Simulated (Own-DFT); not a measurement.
# Computed records: Hf$_{36}$O$_{71}$ (tetragonal hafnia with one neutral oxygen vacancy, atoms displaced)

All values are calculated (Own-DFT development build). A calculation, not a measurement: plane-wave PBE and HSE06 DFT by an unreviewed code, no spin, of a simulated cell at Gamma alone, so results move with cell size and shape, stress positive in tension, energies less offsets, not probed for a lower state with spin; hafnium file: forces about 75 meV/angstrom off all-electron values; oxygen file: force components 24 meV/angstrom off all-electron in a glass; k mesh not checked against a denser one; forces and stress are PBE's, HSE06 gives the energy alone, and its difference from PBE has offsets of its own; offsets are fitted by least squares, one for each functional and potential file, so energies compare only between cells with the same atoms and settings and are not formation energies; the far tail of each file's local potential was reset to the Coulomb form; each entry is a single point on an unrelaxed cell, so the pressure reflects the starting lattice, taken from the Materials Project, from which strain is counted, and rises with the displacements; printed positions are rounded, which can move forces by about a meV/angstrom; the program is a retired in-house code; no spin-orbit coupling.

### Hf$_{36}$O$_{71}$ (tetragonal hafnia with one neutral oxygen vacancy, atoms displaced)

```
Hf36O71
1.0
     10.7800     0.0000     0.0000
      0.0000    10.7800     0.0000
      0.0000     0.0000    10.4493
Hf O Hf O Hf O Hf O Hf O Hf O Hf O Hf O Hf O Hf O Hf O Hf O Hf O Hf O Hf O Hf O Hf O Hf O
2 4 2 3 2 4 2 4 2 4 2 4 2 4 2 4 2 4 2 4 2 4 2 4 2 4 2 4 2 4 2 4 2 4 2 4
Direct
  0.99940 0.99767 0.00182
  0.16708 0.17500 0.25975
  0.99617 0.17006 0.15680
  0.16367 0.00799 0.34362
  0.99508 0.16345 0.41165
  0.16848 0.99572 0.09368
  0.00054 0.00151 0.49992
  0.16787 0.17006 0.75729
  0.01094 0.16441 0.63703
  0.16355 0.99775 0.84611
  0.15616 0.98861 0.59014
  0.99726 0.33058 0.00310
  0.16334 0.49576 0.25513
  0.99709 0.50824 0.14990
  0.15940 0.32633 0.34806
  0.99855 0.50121 0.39710
  0.16329 0.34050 0.09937
  0.99391 0.31142 0.49476
  0.16160 0.50324 0.73174
  0.00399 0.49669 0.66103
  0.17727 0.32494 0.84486
  0.99355 0.50319 0.91064
  0.15917 0.33414 0.57483
  0.00398 0.65880 0.00829
  0.16225 0.84429 0.25203
  0.99515 0.83662 0.14819
  0.17152 0.67274 0.34373
  0.99945 0.83338 0.40528
  0.15896 0.66015 0.09650
  0.99922 0.67281 0.50480
  0.16112 0.83495 0.75810
  0.99953 0.84123 0.65320
  0.15628 0.66942 0.84152
  0.01423 0.83744 0.90318
  0.16229 0.66102 0.59613
  0.33531 0.00699 0.00384
  0.49747 0.16905 0.24954
  0.32886 0.16073 0.15996
  0.50580 0.00461 0.35432
  0.34276 0.15614 0.39412
  0.48880 0.99710 0.08787
  0.33334 0.99031 0.49467
  0.48442 0.16339 0.74732
  0.34340 0.16652 0.66868
  0.49824 0.99256 0.83977
  0.32316 0.16418 0.90265
  0.49947 0.00118 0.59304
  0.33501 0.32699 0.99447
  0.49905 0.49763 0.24836
  0.32514 0.48472 0.13538
  0.49216 0.33802 0.34947
  0.33586 0.51053 0.39981
  0.50728 0.33814 0.08679
  0.32062 0.33124 0.49226
  0.49542 0.48908 0.76013
  0.33991 0.50900 0.65111
  0.50044 0.33602 0.84654
  0.33792 0.51012 0.89583
  0.49904 0.31847 0.59249
  0.32900 0.68151 0.00230
  0.51083 0.83355 0.25033
  0.32730 0.84587 0.14352
  0.50673 0.67539 0.36522
  0.34729 0.82575 0.41503
  0.50036 0.66051 0.10992
  0.33323 0.67711 0.48689
  0.50937 0.84675 0.76056
  0.31937 0.84145 0.65545
  0.49614 0.66565 0.84828
  0.34329 0.82748 0.90082
  0.49523 0.67620 0.59816
  0.66293 0.98426 0.01608
  0.83028 0.17252 0.24894
  0.66737 0.16702 0.16128
  0.83688 0.99799 0.35032
  0.67648 0.16286 0.39895
  0.81800 0.00572 0.09787
  0.67658 0.01232 0.48474
  0.83009 0.16485 0.75505
  0.67271 0.18205 0.64548
  0.84393 0.99303 0.85688
  0.65908 0.16473 0.89788
  0.83394 0.99384 0.60726
  0.66502 0.33444 0.00417
  0.83309 0.49418 0.24469
  0.66436 0.49894 0.14977
  0.83921 0.33569 0.34558
  0.65966 0.48599 0.40336
  0.83328 0.33815 0.09647
  0.66654 0.33272 0.49533
  0.83883 0.49911 0.74069
  0.68209 0.49208 0.65396
  0.83592 0.31131 0.85140
  0.66542 0.50404 0.90614
  0.83018 0.33087 0.60299
  0.65200 0.66914 0.00254
  0.82993 0.83635 0.24117
  0.65733 0.82894 0.14000
  0.84115 0.67279 0.35535
  0.67637 0.82654 0.39119
  0.83851 0.68398 0.08319
  0.66473 0.65345 0.49543
  0.82732 0.82150 0.74595
  0.67564 0.84160 0.66364
  0.83052 0.65620 0.85069
  0.66588 0.83451 0.90749
  0.83491 0.65265 0.59039
```

| Quantity | Value |
| --- | --- |
| first functional | PBE |
| second functional | HSE06 |
| exact exchange share | 0.25 |
| screening | 0.11 1/bohr |
| exchange divergence | Gygi-Baldereschi |
| potential files | PseudoDojo norm-conserving, scalar-relativistic, made for PBE, standard set |
| wave cutoff | 48 hartree |
| occupations | fixed |
| k mesh | 1 x 1 x 1 centred on Gamma |
| PBE energy of cell above offsets | -86.489 eV |
| HSE06 less PBE above offsets | 0.477 eV |
| PBE pressure | 6.56 GPa |
| PBE stress xx | -6.35 GPa |
| PBE stress yy | -7.42 GPa |
| PBE stress zz | -5.9 GPa |
| PBE stress yz | -0.16 GPa |
| PBE stress xz | -1.14 GPa |
| PBE stress xy | -0.03 GPa |

Force:
```
element  x (eV/Å)  y (eV/Å)  z (eV/Å)
     Hf    -0.253     -0.42    -1.588
     Hf    -0.461    -2.599    -3.512
      O     0.492    -0.095     0.042
      O      0.34    -0.917     0.699
      O    -0.054    -1.989    -4.209
      O    -0.726     0.448     0.459
     Hf    -1.605    -2.244     1.971
     Hf    -1.624    -2.625    -0.839
      O    -0.771     0.628     2.278
      O     0.346     2.065      0.49
      O     2.977     1.063    -0.255
     Hf     0.511     0.057    -1.278
     Hf    -0.161     1.945    -1.307
      O    -0.325      -0.7     1.007
      O     0.857     2.017     0.881
      O     0.663    -0.544     0.516
      O    -0.158    -1.153    -0.106
     Hf    -1.801     5.338     2.613
     Hf     3.929     1.539     2.915
      O    -1.771    -0.268    -1.982
      O    -0.597     2.664     0.104
      O     0.413    -2.795    -0.854
      O     1.496     0.289     2.364
     Hf    -1.075     1.655    -3.025
     Hf    -1.131     -1.19    -1.552
      O     1.042     1.005     1.189
      O      0.19     0.203    -0.385
      O     0.758     0.499    -0.953
      O     3.016     0.635     1.266
     Hf     0.123    -0.491     -1.58
     Hf    -0.504    -0.176    -1.515
      O    -0.902    -1.664    -0.174
      O     0.615    -1.736     0.628
      O    -0.684    -0.825     1.205
      O     0.589    -0.334    -0.315
     Hf    -3.522    -2.224    -1.498
     Hf    -0.397     0.068     0.777
      O     0.893     0.852    -1.315
      O     0.291    -0.916        -2
      O    -1.137     1.831     1.302
      O     3.171     0.501     2.635
     Hf    -0.016     0.076         3
     Hf      9.45     0.352     2.178
      O    -8.289     0.229    -4.694
      O    -0.818     5.224     3.071
      O     1.423    -0.173     0.148
      O     0.391      0.09    -0.023
     Hf    -1.098     3.895     0.239
     Hf    -1.438     0.983    -0.418
      O     1.415     0.509     2.629
      O     0.074    -1.551    -1.222
      O    -0.596    -2.584    -1.217
      O    -2.492    -0.846     2.114
     Hf     3.528     1.247     0.447
     Hf     0.071     4.108    -1.667
      O    -1.137    -1.801    -0.681
      O    -0.879     -2.78     1.173
      O    -0.205    -1.525     0.773
      O    -1.047     0.933     -0.44
     Hf    -0.115    -3.043     -0.46
     Hf    -1.909    -0.561     1.874
      O     0.906    -1.521     2.019
      O      0.07    -1.376    -2.821
      O    -0.213     6.228    -4.707
      O    -1.854     0.645     0.596
     Hf    -0.167    -5.478     6.011
     Hf    -1.474    -6.529    -4.437
      O     1.945     0.275    -0.347
      O     1.358     0.575     0.998
      O    -0.573     2.379     0.069
      O     1.766    -0.199    -0.544
     Hf    -0.138      3.17    -4.149
     Hf     0.582    -1.429    -0.006
      O    -1.329     0.386    -0.687
      O    -0.333     0.899    -0.909
      O    -0.207     3.384    -1.648
      O     2.699    -0.387     1.811
     Hf    -0.132    -3.991     3.969
     Hf    -0.748    -2.894    -1.453
      O    -0.985     -1.66     0.291
      O    -0.111     0.621    -0.341
      O     0.098    -0.594     1.545
      O    -0.214     1.039    -1.718
     Hf     1.765    -0.552    -3.269
     Hf     1.334     2.107      0.82
      O     0.533     0.321     0.959
      O    -0.379    -0.576      0.22
      O     0.174     2.901    -1.697
      O    -0.278    -0.108     1.091
     Hf    -0.195    -2.154     3.827
     Hf    -0.207     -0.26     2.661
      O    -3.713      0.31    -1.219
      O     1.007     3.565     1.315
      O    -0.245     -1.48     0.272
      O     1.755    -0.062     -1.39
     Hf     2.149    -1.647    -2.157
     Hf     0.746    -1.662     1.527
      O     0.889     0.474     1.018
      O    -1.043     -1.28    -2.212
      O    -0.788      1.27     0.099
      O    -2.896    -0.165      2.01
     Hf    -1.012     1.399     1.208
     Hf     3.289     1.125     2.052
      O     -2.48    -0.623    -1.636
      O    -0.083     1.301    -1.626
      O    -0.322    -0.521    -0.755
      O    -0.313     0.597     1.427
```
